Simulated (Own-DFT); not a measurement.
# Biaxial strain at fixed height in wurtzite AlGaN with randomly placed atoms, 72 atoms (Al27Ga9N36)

Calculated, not measured: single-point runs of Own-DFT, a retired in-house plane-wave DFT program that no person has reviewed, on unrelaxed cells, without spin or spin-orbit coupling.

All runs used: PBE; PseudoDojo norm-conserving scalar-relativistic files; cutoff 42 hartree; 4 x 4 x 3 k mesh centred on Gamma; Fermi-Dirac smearing of 0.1 eV.

Caveats: forces on such cells passed a denser k mesh, each cell not checked; stress not checked against mesh or cutoff.

Unstrained cell vectors in Å: (9.394, 0.000, 0.000); (-4.697, 8.135, 0.000); (0.000, 0.000, 10.066). The unstrained cell has measured lattice constants (interpolated for alloys), not those of this functional. That, the random moves and any unrelaxed bonds set the pressure at no strain. Each run strains x and y alike by e, as a substrate would, and holds the height along z. Each coordinate of each atom was shifted by a normal deviate of width 0.05 Å. The random placing of the alloy's atoms differs from row to row. Stress is positive in tension.

| e (%) | u (Å) | (s_xx + s_yy)/2 (GPa) | s_zz (GPa) |
|---|---|---|---|
| -3.00 | 0.049 | -27.30 | -10.97 |
| -2.50 | 0.048 | -23.52 | -9.86 |
| -2.00 | 0.048 | -18.89 | -11.06 |
| -1.75 | 0.052 | -17.50 | -10.79 |
| -1.25 | 0.050 | -14.59 | -8.62 |
| -0.25 | 0.049 | -8.12 | -7.47 |
| 0.50 | 0.052 | -4.33 | -6.22 |
| 2.00 | 0.048 | 3.86 | -2.71 |
| 2.25 | 0.045 | ? | ? |
| 3.00 | 0.051 | 8.43 | -2.18 |

## Working it out

With e as a fraction, the in-plane stress is -6.7 + 587 e - 2959 e² GPa (errors 8 and 461, scatter 0.44), and s_zz is -6.8 + 162 e GPa (slope ± 14, scatter 0.83). At e = 0 the first slope is C11 + C12 and the second 2 C13, both with the ions held to the strained lattice and at the cell's own pressure. The term in e² is negative: the layer stiffens under compression and softens under tension. A free layer would change its height as e changes, and the in-plane slope would drop by 2 C13²/C33 to the biaxial modulus. At fixed height, a misfit of 1 % moves the in-plane stress by about 5.9 GPa and s_zz by 1.6 GPa.

## Test on the hidden row

The question: what are the two stresses at e = 2.25 %?

Estimate: 5.0 and -3.2 GPa. Computed: 4.71 and -1.96 GPa.
